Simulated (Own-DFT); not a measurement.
# Response to strain: C40 NbSi2, 36 atoms (Nb12Si24)

These are calculations, not measurements. They come from Own-DFT, an in-house plane-wave density functional program, since retired, whose code no person has reviewed. Each row is one single-point run on a periodic cell that was not relaxed, without spin or spin-orbit coupling.

Settings of every run: PBE; PseudoDojo norm-conserving scalar-relativistic files; cutoff 42 hartree; 4 x 4 x 5 k mesh centred on Gamma; cold (Marzari-Vanderbilt) smearing of 0.2 eV.

Known limits: forces on such cells failed a check on a denser k mesh; stress not checked against mesh or cutoff.

Unstrained cell vectors in Å: (0.000, 8.324, 0.000); (-9.613, 0.000, 0.000); (0.000, 0.000, 6.586). The unstrained cell was taken from the Materials Project. The random moves and any unrelaxed bonds add to the pressure at no strain. Each run strains this cell uniformly, with the atoms carried along. Every atom was also moved at random, by a Gaussian of width 0.05 Å on each axis. Strain is the symmetric tensor, in per cent. Stress is positive in tension, and the pressure is minus a third of its trace.

| run | e_xx (%) | e_yy (%) | e_zz (%) | e_yz (%) | e_xz (%) | e_xy (%) | s_xx (GPa) | s_yy (GPa) | s_zz (GPa) | s_yz (GPa) | s_xz (GPa) | s_xy (GPa) | P (GPa) | E (meV/atom) |
|---|---|---|---|---|---|---|---|---|---|---|---|---|---|---|
| 1 | 0.93 | 0.94 | 0.85 | -1.31 | -1.67 | -0.31 | 2.22 | 2.16 | 0.99 | -4.10 | -4.65 | -0.82 | -1.79 | 5.2 |
| 2 | -1.99 | -1.06 | -0.64 | -0.78 | 1.27 | -0.47 | -12.43 | -8.55 | -9.99 | -3.25 | 4.92 | -1.32 | 10.32 | 36.2 |
| 3 | 0.49 | 0.44 | -0.07 | 1.07 | 0.29 | 0.16 | -0.52 | 0.06 | -3.50 | 3.10 | 1.39 | 0.52 | 1.32 | 0.9 |
| 4 | -1.93 | 0.99 | -1.64 | -0.91 | -0.36 | 0.18 | -10.49 | -0.89 | -12.55 | -3.73 | -1.73 | 0.24 | 7.98 | 12.2 |
| 5 | 1.05 | 0.12 | 0.16 | 0.44 | 0.07 | -1.50 | 1.26 | -0.77 | -2.19 | 1.94 | 0.27 | -4.12 | 0.57 | 2.3 |
| 6 | 0.99 | 1.51 | 1.13 | 1.62 | -0.20 | 1.80 | 2.60 | 3.72 | 2.83 | 4.39 | -0.55 | 4.59 | -3.05 | 18.2 |
| 7 | 1.05 | -0.42 | -0.24 | 1.32 | 0.14 | 0.51 | 0.82 | -3.11 | -4.59 | 3.72 | 0.15 | 0.95 | 2.29 | 4.0 |
| 8 | 1.32 | -1.23 | -0.27 | -1.00 | -1.93 | -1.56 | 0.52 | -6.58 | -5.11 | -3.48 | -5.92 | -4.52 | 3.72 | 25.5 |
| 9 | 1.05 | 0.47 | -0.94 | 0.97 | 1.39 | 0.69 | 0.95 | -0.50 | -6.75 | 2.81 | 4.81 | 1.69 | 2.10 | 3.3 |
| 10 | -1.00 | -0.53 | 0.00 | 0.32 | -0.82 | -1.58 | -6.69 | -5.37 | -5.83 | 0.80 | -2.43 | -5.11 | 5.96 | 20.9 |
| 11 | 0.05 | 1.81 | 1.96 | -0.12 | -0.35 | 0.27 | 0.59 | 4.97 | 5.77 | 0.10 | -1.03 | 0.81 | -3.78 | 6.5 |
| 12 | 0.07 | -0.86 | 1.65 | -0.95 | 0.99 | 0.64 | -1.07 | -3.80 | 2.55 | -2.63 | 2.92 | 1.94 | 0.77 | 0.0 |
| 13 | -0.28 | -1.72 | -1.88 | 0.59 | -1.18 | -1.40 | -7.08 | -11.43 | -15.30 | 2.30 | -4.64 | -4.59 | 11.27 | 39.8 |
| 14 | 0.44 | 1.46 | 0.86 | 0.70 | 0.50 | 1.97 | 0.58 | 3.40 | 1.49 | 2.07 | 1.07 | 5.41 | -1.82 | 9.0 |
| 15 | 0.14 | -0.05 | -1.68 | -1.67 | 0.18 | 1.89 | -3.71 | -4.02 | -11.55 | -5.47 | 0.42 | 6.25 | 6.43 | 19.4 |
| 16 | 1.42 | 0.90 | 0.99 | -1.59 | 0.64 | -0.96 | ? | ? | ? | ? | ? | ? | ? | ? |

E is the free energy for each atom above the lowest run shown.

## Worked fit

Each stress component was fitted by least squares to a constant and the strains of the runs shown, as fractions, with shears doubled. Shear strains stay in the fit of a normal stress only where such slopes are resolved. The slopes, in GPa:

```
stress  at no strain  per e_xx  per e_yy  per e_zz  scatter
  s_xx          -2.8  376 ± 11   79 ± 11   91 ± 11     0.41
  s_yy          -2.6   72 ± 16  368 ± 17   71 ± 16     0.60
  s_zz          -4.3   103 ± 9    92 ± 9   444 ± 9     0.34
```

Each shear stress against twice its own strain: yz 153 ± 7, xz 172 ± 10, xy 141 ± 4 GPa. These are stiffnesses along x, y and z of the frame in which the cell vectors are given, which need not be the crystal's axes. The atoms are held to the strained lattice; where symmetry lets them move under strain, relaxing them would lower some slopes. The table should be nearly symmetric about its diagonal, and what it lacks of that shows the noise. A ninth of its sum, 188 ± 4 GPa, estimates the bulk modulus near the mean pressure of these runs, 2.8 GPa, so it lies above the value at zero pressure.

## Withheld run

Question: what normal stresses and pressure should run 16 give?

The fit gives s_xx = 4.1, s_yy = 2.4, s_zz = 2.4 and P = -3.0 GPa. The calculation gave 4.35, 2.03, 1.51 and P = -2.63 GPa.
